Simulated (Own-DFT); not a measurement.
# How strain changes the stress of wurtzite AlN, 72 atoms (Al36N36)

All numbers below are calculated, not measured. They come from Own-DFT, an in-house plane-wave density functional program, since retired, whose code no person has reviewed. Each row is one single-point run on a periodic cell that was not relaxed, without spin or spin-orbit coupling.

Settings of every run: PBE; PseudoDojo norm-conserving scalar-relativistic files; cutoff 42 hartree; 3 x 3 x 2 k mesh centred on Gamma; Fermi-Dirac smearing of 0.1 eV.

Known limits: forces on such cells moved up to 12 meV/angstrom on a denser k mesh; stress not checked against mesh or cutoff.

Unstrained cell vectors in Å: (9.336, 0.000, 0.000); (-4.668, 8.085, 0.000); (0.000, 0.000, 9.964). The unstrained cell has measured lattice constants (interpolated for alloys), not those of this functional. That, the random moves and any unrelaxed bonds set the pressure at no strain. Each run strains this cell uniformly, with the atoms carried along. Every atom was also moved at random, by a Gaussian of width 0.05 Å on each axis. Strain is the symmetric tensor, in per cent. Stress is positive in tension, and the pressure is minus a third of its trace.

```
run  e_xx (%)  e_yy (%)  e_zz (%)  s_xx (GPa)  s_yy (GPa)  s_zz (GPa)  P (GPa)  E (meV/atom)
  1     -2.75     -2.75      0.00      -25.00      -24.82       -8.17    19.33          69.4
  2      0.75      0.75      0.00       -3.89       -2.10       -1.62     2.54           9.6
  3     -0.25     -0.25      0.00       -8.77       -6.86       -4.19     6.61          15.4
  4     -1.50     -1.50      0.00      -16.25      -15.16       -7.05    12.82          41.9
  5     -1.25     -1.25      0.00      -13.08      -16.10       -6.35    11.85          46.6
  6      1.25      1.25      0.00        1.05        0.38       -3.59     0.72          16.2
  7     -2.25     -2.25      0.00      -22.48      -19.32       -8.80    16.87          56.4
  8      1.75      1.75      0.00        4.74        2.63       -2.24    -1.71           0.0
  9     -0.75     -0.75      0.00           ?           ?           ?        ?             ?
```

E is the free energy for each atom above the lowest run shown.

## Worked fit

The change of volume is close to e_xx + e_yy + e_zz. A straight line through the runs shown gives P = 6.21 - 233 x (fractional change of volume) GPa, with an error of 5 on the slope and a scatter of 0.46 GPa. The strain isn't the same on all axes and the cell isn't cubic, so the slope belongs to this path and is not the bulk modulus.

## Withheld run

Question: what pressure should run 9 give? Its volume changes by -1.49 %.

The line gives 9.7 GPa. The calculation gave 8.56 GPa.
